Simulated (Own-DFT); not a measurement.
Ti12O23 (rutile with two vacancies, strained, atoms displaced) (calculated)

A calculation, not a measurement: plane-wave PBE density functional theory by an unreviewed code, no spin, of a simulated periodic cell, stress positive in tension, free energy of the whole cell less one offset for each atom, defect cell not probed for a lower state with spin; oxygen file: force components 24 meV/angstrom off all-electron in one glass; forces on such cells passed a denser k mesh, this cell's mesh not checked; offsets are fitted by least squares, one for each functional and potential file, so energies compare only between cells with the same atoms and settings and are not formation energies; the far tail of each file's local potential was reset to the Coulomb form; each entry is a single point on an unrelaxed cell, so the pressure reflects the starting lattice, mostly measured values (interpolated for alloys), from which strain is counted, and rises with the displacements; printed positions are rounded, which can move forces by about a meV/angstrom; the program, named Own-DFT, is a retired in-house code; no spin-orbit coupling; before rounding, a Quantum ESPRESSO 7.3.1 run of the same cell and cutoff gave forces within 1 meV/angstrom rms on each cell, which checks the program and not the settings. Program: Own-DFT development build.

Settings shared by all entries: functional PBE; potential files PseudoDojo norm-conserving, scalar-relativistic, standard set; wave cutoff 72 hartree; occupations Fermi-Dirac; smearing width 0.1 eV; k mesh 3 x 3 x 3 centred on Gamma.

(1) Ti12O23 (rutile with two vacancies, strained, atoms displaced)

```
CELL_PARAMETERS angstrom
9.32160 0.17270 0.08780
0.17270 9.22610 -0.13480
0.08480 -0.13030 9.02350
ATOMIC_POSITIONS crystal
Ti 0.00189 0.00007 0.00406
Ti 0.24900 0.24837 0.16436
O 0.14683 0.15447 0.99917
O 0.35063 0.34684 0.00184
O 0.40176 0.09874 0.16184
O 0.09561 0.40361 0.16919
Ti 0.00230 0.99668 0.32917
Ti 0.25064 0.25390 0.49434
O 0.15884 0.14765 0.32948
O 0.34846 0.34616 0.33455
O 0.40552 0.09399 0.49541
O 0.10351 0.40681 0.49518
Ti 0.99795 0.00049 0.67134
Ti 0.24922 0.24935 0.83522
O 0.15197 0.14825 0.66738
O 0.34781 0.33980 0.66364
O 0.40062 0.09924 0.83632
O 0.10036 0.40174 0.83950
Ti 0.00730 0.49809 0.99640
Ti 0.24543 0.74523 0.16705
O 0.34617 0.85187 0.99774
O 0.39803 0.59725 0.16734
Ti 0.99522 0.50283 0.33196
Ti 0.24959 0.75167 0.49925
O 0.15531 0.64996 0.33748
O 0.35032 0.84619 0.33752
O 0.40269 0.59512 0.50121
O 0.09690 0.90216 0.50240
Ti 0.00098 0.50164 0.66643
Ti 0.25413 0.75445 0.83649
O 0.15194 0.64958 0.66739
O 0.34438 0.84632 0.66100
O 0.39776 0.59970 0.83051
O 0.09160 0.89669 0.83214
Ti 0.49546 0.99574 0.00592
Ti 0.75026 0.24091 0.17079
O 0.65628 0.14744 0.99821
O 0.84968 0.34902 0.99684
O 0.90691 0.10281 0.16564
O 0.59406 0.40040 0.17175
Ti 0.49358 0.99700 0.33758
Ti 0.75162 0.25089 0.49962
O 0.65451 0.15114 0.33360
O 0.84819 0.34798 0.33193
O 0.90651 0.10002 0.49614
O 0.59325 0.40515 0.49709
Ti 0.49707 0.99544 0.66562
Ti 0.74870 0.25013 0.83585
O 0.64973 0.15226 0.66801
O 0.84283 0.34465 0.66272
O 0.90642 0.10116 0.83534
O 0.60589 0.40056 0.83449
Ti 0.49657 0.50433 0.00666
Ti 0.74641 0.74705 0.15996
O 0.64764 0.65296 0.99806
O 0.84797 0.84358 0.99851
O 0.89854 0.60081 0.16522
O 0.59401 0.89792 0.17089
Ti 0.49650 0.50036 0.32904
Ti 0.75394 0.75248 0.50120
O 0.64851 0.64875 0.33297
O 0.84679 0.84692 0.33838
O 0.90036 0.60053 0.50006
O 0.60081 0.90647 0.49941
Ti 0.50258 0.50216 0.66678
Ti 0.74995 0.74594 0.83282
O 0.65959 0.64833 0.66048
O 0.84716 0.84652 0.67197
O 0.90726 0.60059 0.83427
O 0.60126 0.90560 0.83329
```

| Item | Value |
| --- | --- |
| free energy of cell above offsets | -13.604 eV |
| pressure | -3.12 GPa |
| stress xx | 2.55 GPa |
| stress yy | 1.34 GPa |
| stress zz | 5.47 GPa |
| stress yz | -4 GPa |
| stress xz | 2.75 GPa |
| stress xy | 7.35 GPa |

Force:
```
element  x (eV/Å)  y (eV/Å)  z (eV/Å)
     Ti    -0.343    -0.061    -2.018
     Ti     0.175     0.042     0.197
      O     0.299    -0.406     0.381
      O    -0.399     0.157      0.06
      O    -0.077     0.004     0.629
      O     0.383     0.378    -0.706
     Ti    -0.666     0.271     2.566
     Ti     0.201      0.01     1.005
      O    -0.467     -0.46    -0.312
      O    -0.438    -0.217    -0.363
      O    -0.627     0.486     0.738
      O    -0.712     0.001     0.126
     Ti     0.087     0.488     -0.21
     Ti     0.945    -0.851    -1.343
      O     0.108     0.353     0.119
      O    -0.102     0.334     0.295
      O     0.098     -0.47     0.097
      O    -0.089     0.687     -0.62
     Ti     -2.38    -1.209     0.802
     Ti     1.322     -0.15     1.766
      O    -0.875    -0.736     0.698
      O     -0.84     0.662    -0.209
     Ti    -0.521    -0.351     0.044
     Ti    -0.114    -0.378     0.664
      O    -0.282     0.634    -1.328
      O     -0.76      0.06    -0.958
      O    -0.363     0.399     0.511
      O     0.005    -0.116    -0.874
     Ti     0.179     0.238    -0.654
     Ti     -0.34     0.379    -1.566
      O    -0.179    -0.118     0.218
      O     0.375     0.389     0.695
      O     0.066    -0.218     0.663
      O      0.51    -0.087     0.215
     Ti     1.125     0.417    -0.963
     Ti    -0.873     0.668    -0.435
      O     0.065     0.219     0.552
      O     0.293     0.321     0.388
      O     0.908    -1.346     0.486
      O     0.087     0.074    -1.056
     Ti     0.844    -0.054     -0.19
     Ti    -0.434    -0.091     0.648
      O     0.066     0.044    -0.471
      O     0.098     0.215      0.04
      O     0.054    -0.317    -0.277
      O     0.255     -0.39     0.046
     Ti     0.769      0.78     0.759
     Ti    -0.318    -0.191    -0.003
      O     0.127    -0.096    -0.403
      O     0.934     0.696     0.058
      O     0.133    -0.453     0.182
      O    -1.387     1.167     0.027
     Ti     0.651    -1.296    -1.211
     Ti    -0.101     0.118     0.922
      O    -0.003    -0.088     0.115
      O     0.042     0.284     0.421
      O     0.945    -0.328     0.074
      O     -0.02     0.183    -0.672
     Ti     1.041    -0.035     1.583
     Ti    -0.465     0.132    -0.458
      O     0.307     0.462    -0.168
      O     0.693     0.374    -0.764
      O     0.832    -0.715      0.35
      O    -0.273     -0.27    -0.123
     Ti     0.364    -0.626    -0.736
     Ti     -0.21     0.831    -0.521
      O    -0.562     0.006      0.71
      O    -0.136     0.002    -0.286
      O     0.458     -0.42     0.362
      O    -0.489     -0.42    -0.317
```

(2) Ti12O23 (rutile with two vacancies, strained, atoms displaced)

```
CELL_PARAMETERS angstrom
9.34340 -0.06660 0.16220
-0.06660 9.33180 -0.02990
0.15670 -0.02890 8.75050
ATOMIC_POSITIONS crystal
Ti 0.00343 0.00252 0.99907
Ti 0.24165 0.25191 0.16877
O 0.15508 0.14679 0.00347
O 0.39804 0.09599 0.17009
O 0.09646 0.39785 0.17817
Ti 0.99997 0.00179 0.33010
Ti 0.24720 0.24897 0.50109
O 0.14045 0.14707 0.33126
O 0.34150 0.34380 0.33236
O 0.39892 0.09618 0.50008
O 0.09681 0.40837 0.49348
Ti 0.00161 0.99865 0.66757
Ti 0.25485 0.25131 0.83468
O 0.14460 0.14881 0.66322
O 0.34319 0.35009 0.67155
O 0.39362 0.09233 0.83269
O 0.10015 0.40103 0.83645
Ti 0.00157 0.49854 0.00172
Ti 0.24491 0.75404 0.16240
O 0.14716 0.65895 0.99458
O 0.35490 0.84042 0.00185
O 0.39956 0.60826 0.17184
O 0.10358 0.89252 0.16686
Ti 0.00060 0.50441 0.33064
Ti 0.26111 0.75004 0.50277
O 0.14739 0.65784 0.33351
O 0.35058 0.84762 0.33111
O 0.40473 0.59541 0.50443
O 0.09716 0.90367 0.50094
Ti 0.00744 0.50046 0.66799
Ti 0.24606 0.75372 0.83591
O 0.14976 0.64963 0.65989
O 0.35592 0.84605 0.68045
O 0.40588 0.60174 0.83078
O 0.10424 0.90139 0.83991
Ti 0.50570 0.99928 0.00625
Ti 0.74198 0.25037 0.15432
O 0.65202 0.14455 0.00700
O 0.84391 0.34527 0.00231
O 0.90254 0.09018 0.16323
O 0.59879 0.40198 0.17101
Ti 0.49871 0.99996 0.33754
Ti 0.74875 0.24295 0.49333
O 0.64230 0.15219 0.33867
O 0.84844 0.35574 0.33095
O 0.90073 0.10507 0.51082
O 0.60114 0.39476 0.48884
Ti 0.50472 0.99975 0.66210
Ti 0.75163 0.24920 0.84506
O 0.65242 0.15130 0.67710
O 0.84245 0.35530 0.65922
O 0.90210 0.10032 0.83920
Ti 0.50049 0.49991 0.99292
Ti 0.74563 0.75697 0.17354
O 0.65007 0.64559 0.99689
O 0.84268 0.84299 0.00564
O 0.89812 0.59437 0.17469
O 0.59263 0.89268 0.17663
Ti 0.49788 0.49914 0.32790
Ti 0.74929 0.74843 0.50153
O 0.65551 0.65062 0.32660
O 0.85573 0.84971 0.33272
O 0.90288 0.59605 0.49481
O 0.59677 0.90489 0.50994
Ti 0.50349 0.50342 0.66475
Ti 0.74842 0.75623 0.83138
O 0.64881 0.64948 0.65061
O 0.84765 0.84469 0.66528
O 0.90307 0.60165 0.82808
O 0.59394 0.90245 0.83157
```

| Quantity | Value |
| --- | --- |
| free energy of cell above offsets | -12.504 eV |
| pressure | 2.15 GPa |
| stress xx | 0.27 GPa |
| stress yy | 0.08 GPa |
| stress zz | -6.8 GPa |
| stress yz | -0.65 GPa |
| stress xz | 4.95 GPa |
| stress xy | -3.02 GPa |

Force:
```
element  x (eV/Å)  y (eV/Å)  z (eV/Å)
     Ti    -0.079    -0.207     0.146
     Ti    -0.198    -0.784     0.982
      O     0.167     0.805     0.081
      O     0.498     0.031    -0.249
      O     0.889    -0.295    -2.422
     Ti    -0.178    -0.664     0.706
     Ti    -0.436     0.156     0.435
      O     1.273     1.048     0.091
      O      0.37     0.244    -0.379
      O     -0.26     0.179     0.396
      O     0.843    -1.109     0.739
     Ti     0.264     0.152    -1.067
     Ti     0.182    -1.346    -0.877
      O     0.652     0.665     0.364
      O     0.299    -0.108    -0.684
      O     0.303     0.829     0.932
      O    -0.128     0.007     0.318
     Ti    -0.252     1.368     0.109
     Ti     0.208    -0.347     1.195
      O    -0.448    -1.403      0.71
      O    -0.064      0.43    -0.561
      O     0.704    -2.196    -0.729
      O    -1.225     1.627    -0.113
     Ti    -0.942     0.636     1.399
     Ti    -0.814     0.139    -0.754
      O     0.963     0.129     0.465
      O    -0.223     -0.12     0.634
      O     -0.25     0.135    -0.003
      O     0.069     0.088     0.203
     Ti    -1.112    -0.199    -1.052
     Ti     0.502     0.347    -0.401
      O     0.876     0.749     0.547
      O    -0.692    -0.387    -1.461
      O     0.463    -1.452     0.762
      O    -0.637     0.211    -0.707
     Ti    -2.069    -0.835    -0.659
     Ti      0.64     0.544     4.362
      O    -0.125      0.21    -0.649
      O     0.569     0.867    -0.351
      O    -0.463     0.562     0.446
      O    -0.486    -0.431    -1.409
     Ti    -0.735     0.343    -0.322
     Ti     0.852     1.433     0.452
      O      0.72    -0.149    -0.889
      O    -1.027    -1.887     -0.22
      O     0.331     -1.09    -0.491
      O    -1.341     1.037     0.816
     Ti    -0.793     1.046     1.701
     Ti      1.12    -0.835     -4.62
      O     -0.19     0.542     0.365
      O    -0.605    -0.509     1.707
      O    -0.079    -0.172     0.317
     Ti     0.425     3.124     1.693
     Ti     0.889     -0.49    -0.309
      O    -0.382    -0.771    -0.369
      O     0.289      0.46    -1.424
      O     0.478    -0.016    -1.635
      O     0.077     0.752    -0.934
     Ti     0.071     0.147     0.561
     Ti     1.426    -0.473    -1.013
      O     -0.68     -0.21     1.167
      O    -1.286    -0.552    -0.076
      O    -0.616     0.862     1.107
      O      0.74    -0.769    -1.579
     Ti    -0.341    -0.667    -1.642
     Ti     0.352    -0.389     1.146
      O     0.018    -0.284      1.58
      O     -0.19     0.092     0.055
      O     0.023    -0.468      0.96
      O     0.797    -0.383     0.404
```

(3) Ti12O23 (rutile with two vacancies, strained, atoms displaced)

```
CELL_PARAMETERS angstrom
9.05020 0.06510 0.03920
0.06510 9.23290 0.01280
0.03790 0.01240 8.89020
ATOMIC_POSITIONS crystal
Ti 0.01013 0.99693 0.99688
Ti 0.24013 0.24143 0.17280
O 0.14584 0.14483 0.00493
O 0.34426 0.34422 0.99604
O 0.40432 0.09286 0.15918
O 0.10054 0.39336 0.17482
Ti 0.00257 0.99993 0.33850
Ti 0.26257 0.24246 0.49868
O 0.14753 0.15929 0.32939
O 0.34428 0.35090 0.34395
O 0.40780 0.09504 0.49751
O 0.09904 0.40496 0.49301
Ti 0.00599 0.00162 0.67170
Ti 0.25564 0.26410 0.82025
O 0.14967 0.14648 0.66484
O 0.33772 0.34471 0.65942
O 0.40676 0.09806 0.83504
O 0.10446 0.40612 0.83326
Ti 0.99827 0.49423 0.00570
Ti 0.25435 0.74252 0.16431
O 0.15515 0.65119 0.99559
O 0.35061 0.84363 0.01313
O 0.39944 0.59497 0.15908
O 0.09875 0.90124 0.17370
Ti 0.01320 0.49957 0.33348
Ti 0.24773 0.74943 0.51231
O 0.15492 0.65000 0.34216
O 0.34396 0.84859 0.33819
O 0.39614 0.60832 0.49455
O 0.08763 0.90354 0.49193
Ti 0.99370 0.49398 0.67439
Ti 0.24105 0.74531 0.83868
O 0.15372 0.65209 0.66676
O 0.36125 0.85087 0.67426
O 0.40700 0.60520 0.82620
O 0.09917 0.90436 0.84471
Ti 0.49079 0.00628 0.98850
Ti 0.74081 0.25412 0.17029
O 0.64885 0.16521 0.00743
O 0.85148 0.34642 0.99947
O 0.90889 0.09491 0.15959
O 0.60995 0.40033 0.16607
Ti 0.49991 0.01036 0.32756
Ti 0.75380 0.25107 0.49999
O 0.65316 0.16381 0.33582
O 0.84210 0.33975 0.33852
O 0.90472 0.10121 0.51440
O 0.60437 0.40605 0.49653
Ti 0.50386 0.00150 0.67166
Ti 0.76076 0.25861 0.83580
O 0.65696 0.15410 0.65732
O 0.84431 0.35729 0.67193
O 0.90764 0.09438 0.84486
O 0.60098 0.40716 0.82844
Ti 0.49645 0.50498 0.99280
Ti 0.74609 0.74279 0.15717
O 0.64952 0.64341 0.00524
O 0.84955 0.85457 0.99661
O 0.90523 0.59364 0.16825
O 0.59926 0.90337 0.15943
Ti 0.50885 0.49346 0.32768
Ti 0.75071 0.74314 0.50481
O 0.64646 0.64710 0.32587
O 0.90364 0.58170 0.51049
Ti 0.50052 0.50054 0.67793
Ti 0.74781 0.75079 0.84034
O 0.65263 0.65363 0.65556
O 0.85194 0.84094 0.66061
O 0.90385 0.60081 0.82918
O 0.59335 0.90696 0.83378
```

| Item | Value |
| --- | --- |
| free energy of cell above offsets | -11.631 eV |
| pressure | 9.8 GPa |
| stress xx | -10.37 GPa |
| stress yy | -8.68 GPa |
| stress zz | -10.36 GPa |
| stress yz | 1.36 GPa |
| stress xz | 1.63 GPa |
| stress xy | 2.83 GPa |

Force:
```
element  x (eV/Å)  y (eV/Å)  z (eV/Å)
     Ti     -1.12     1.258     3.212
     Ti      0.87     0.123    -2.267
      O     1.694     1.457    -0.091
      O     0.625     0.451    -0.276
      O      -0.7     0.966     1.252
      O    -0.565     1.015    -1.246
     Ti    -0.334     1.769    -2.452
     Ti    -1.756     0.658    -1.163
      O    -0.431    -1.347     1.465
      O     0.707    -0.436    -0.978
      O     0.399    -0.567     0.318
      O     0.505    -1.082     1.068
     Ti    -0.844     0.421    -0.113
     Ti     -1.27    -1.303     3.127
      O     0.762     0.376     0.283
      O     2.071     1.599    -0.121
      O    -1.209     1.297    -1.786
      O    -0.095    -0.328     0.468
     Ti    -0.018     0.043    -0.025
     Ti    -0.128     1.309     2.101
      O    -0.697    -0.706     0.528
      O     -0.05     0.334    -1.346
      O     0.459    -0.849     0.326
      O     -0.22    -0.882     0.769
     Ti    -0.173     0.015     1.723
     Ti     1.747    -0.125    -1.908
      O    -0.669     -0.06    -0.607
      O     1.017     0.782    -0.311
      O     1.006    -1.223     0.529
      O      0.73    -1.063     1.083
     Ti     0.862     0.303    -1.584
     Ti     0.455     0.927    -0.656
      O    -0.278      0.26     1.176
      O    -0.823    -0.067    -0.525
      O    -0.328    -0.123     0.727
      O     1.614    -1.808    -2.521
     Ti     1.307    -0.697     2.887
     Ti     2.368    -2.061    -0.093
      O     -0.37    -0.742    -1.388
      O     0.646     0.768    -0.308
      O    -1.198     0.147     1.667
      O    -2.173     2.015    -0.517
     Ti      0.02    -1.575    -2.154
     Ti     0.156     0.378    -0.361
      O     -1.57    -2.091     0.259
      O     1.719       1.3    -0.707
      O     0.024    -0.404    -0.664
      O    -1.068     0.524      0.54
     Ti    -0.042     0.291     0.278
     Ti    -0.417    -1.923     0.548
      O    -0.934    -0.939     1.458
      O     0.082    -0.778     0.159
      O    -1.246     1.029    -1.848
      O    -0.018    -0.366     0.233
     Ti    -0.922    -1.249     1.312
     Ti    -0.711     1.387     0.332
      O     0.549     0.627    -0.719
      O    -1.365    -2.023    -0.111
      O    -0.339      0.71    -0.396
      O     0.783    -0.454     0.814
     Ti     -0.81      0.46     1.723
     Ti     0.924    -2.006     0.808
      O      1.26     1.385      0.54
      O    -1.442     2.346    -1.443
     Ti     0.325     0.276    -3.687
     Ti     1.078     0.726     -0.65
      O    -0.815      0.29     0.495
      O    -0.655      0.32    -0.069
      O    -0.429     0.099     1.175
      O      1.47     -1.16    -0.292
```

(4) Ti12O23 (rutile with two vacancies, strained, atoms displaced)

```
CELL_PARAMETERS angstrom
9.15210 0.03750 0.05870
0.03750 9.37030 -0.15700
0.05670 -0.15170 8.85400
ATOMIC_POSITIONS crystal
Ti 0.99805 0.98533 0.99769
Ti 0.25245 0.25629 0.17703
O 0.14884 0.14894 0.99491
O 0.34150 0.35215 0.99061
O 0.39718 0.09552 0.15900
O 0.09586 0.40012 0.17192
Ti 0.98582 0.99095 0.33670
Ti 0.24828 0.24344 0.50397
O 0.15444 0.14463 0.33809
O 0.34196 0.34483 0.33513
O 0.40999 0.09304 0.50007
O 0.09483 0.39842 0.49809
Ti 0.00470 0.99679 0.67776
Ti 0.25392 0.24072 0.83346
O 0.16366 0.15043 0.67441
O 0.35844 0.35315 0.67826
O 0.40722 0.09697 0.83497
O 0.10156 0.39910 0.82314
Ti 0.99692 0.49731 0.00279
Ti 0.25506 0.75094 0.15742
O 0.14596 0.65316 0.99313
O 0.34467 0.84478 0.00663
O 0.40473 0.59802 0.16881
O 0.09910 0.90913 0.16583
Ti 0.99630 0.49965 0.33552
Ti 0.24914 0.74183 0.49081
O 0.15493 0.65382 0.34132
O 0.35567 0.85535 0.33835
O 0.39604 0.60163 0.50389
O 0.10307 0.90437 0.50701
Ti 0.00242 0.50173 0.66772
Ti 0.24642 0.76118 0.82504
O 0.15514 0.65269 0.66401
O 0.35012 0.85762 0.67389
O 0.40683 0.60463 0.83588
O 0.09752 0.90341 0.83720
Ti 0.50125 0.00694 0.99342
Ti 0.75176 0.24749 0.17564
O 0.65989 0.15077 0.00637
O 0.85347 0.35363 0.00188
O 0.89315 0.10098 0.16989
O 0.58963 0.41045 0.16912
Ti 0.50040 0.00893 0.32790
Ti 0.75406 0.24916 0.50972
O 0.65782 0.15075 0.33914
O 0.84699 0.34756 0.33544
O 0.90782 0.10083 0.49920
O 0.59406 0.40596 0.50283
Ti 0.50305 0.01265 0.66476
Ti 0.74750 0.25134 0.83911
O 0.65652 0.14533 0.66171
O 0.84725 0.34408 0.66264
O 0.89337 0.08669 0.83109
O 0.59213 0.39432 0.83285
Ti 0.49624 0.50581 0.99471
Ti 0.75335 0.74493 0.16166
O 0.65742 0.65600 0.00089
O 0.84191 0.85066 0.00686
O 0.90534 0.59713 0.16715
O 0.59112 0.90988 0.16724
Ti 0.49909 0.50772 0.33736
Ti 0.74152 0.75335 0.51350
O 0.90589 0.59585 0.50406
O 0.59768 0.90133 0.50436
Ti 0.51200 0.49971 0.66844
Ti 0.74856 0.74524 0.83399
O 0.65434 0.65002 0.65601
O 0.84942 0.84256 0.66853
O 0.90663 0.60383 0.83736
O 0.59887 0.89750 0.82175
```

| Item | Value |
| --- | --- |
| free energy of cell above offsets | -12.820 eV |
| pressure | 3.84 GPa |
| stress xx | -4.71 GPa |
| stress yy | -1.16 GPa |
| stress zz | -5.64 GPa |
| stress yz | -4.25 GPa |
| stress xz | 1.71 GPa |
| stress xy | 1.29 GPa |

Force:
```
element  x (eV/Å)  y (eV/Å)  z (eV/Å)
     Ti     0.145     2.505     2.081
     Ti    -1.082    -0.923    -1.664
      O    -0.039     0.036     0.158
      O     0.786     0.369     1.487
      O     0.293     0.503     0.387
      O     0.161      0.21    -0.411
     Ti     1.893     1.401     0.142
     Ti    -0.213     0.456     -0.16
      O     0.292     0.618    -0.018
      O     1.038     0.696     0.693
      O     -1.17     1.521     0.444
      O     0.385    -0.102     0.026
     Ti    -0.265     0.424    -2.105
     Ti    -0.528     1.768     1.753
      O    -1.264    -1.022    -1.493
      O    -0.614    -0.776    -1.189
      O     0.116     0.191      0.53
      O    -1.023     0.743     0.317
     Ti     1.703    -0.454    -1.293
     Ti    -0.443     0.131     0.243
      O     0.659     0.418     0.957
      O      0.59     0.564    -0.513
      O    -0.346     0.788     0.537
      O    -0.589    -0.738     0.357
     Ti     0.121     -0.37     0.747
     Ti     0.613     1.935     0.848
      O    -0.843    -0.526    -1.468
      O    -0.912    -1.022    -0.483
      O     1.497    -0.638    -0.185
      O    -1.234     0.054    -0.849
     Ti     1.004    -0.385     0.453
     Ti     1.599    -1.395    -0.728
      O    -0.233      0.18     0.458
      O    -0.726    -0.687      0.32
      O     0.345    -0.037     0.207
      O     0.064    -0.332    -0.678
     Ti     0.658    -0.914     0.809
     Ti     -0.04     0.205     0.215
      O    -0.728     0.159    -0.896
      O    -1.086     -0.88    -0.431
      O     0.865    -1.218     0.422
      O      0.99     -0.26     0.269
     Ti    -0.311    -1.064    -0.373
     Ti     0.074    -0.132    -1.042
      O     -0.51     0.296    -0.466
      O     0.042     0.479     0.149
      O    -0.333    -0.588     0.274
      O     0.703    -0.176     -1.27
     Ti      -0.3    -1.894     -0.41
     Ti     0.575    -0.231     0.406
      O     0.412     1.017     0.599
      O     0.109      0.55     1.207
      O     0.074     0.566     0.341
      O     0.989      0.29     0.172
     Ti    -1.091    -0.823     0.302
     Ti    -0.287     0.438    -0.963
      O    -0.674    -0.718     0.333
      O     0.163    -0.159     0.022
      O    -1.172     1.167     0.746
      O     1.526    -1.364    -0.556
     Ti    -0.799    -1.443    -0.559
     Ti     0.633     1.018     0.068
      O    -0.835     0.623    -0.248
      O     1.113    -0.846    -0.969
     Ti    -2.499    -0.803     0.472
     Ti    -0.006     0.794    -0.021
      O    -0.057    -0.293     0.889
      O     0.434     0.246    -0.323
      O    -0.485    -0.369    -0.126
      O     0.074     0.226      1.05
```
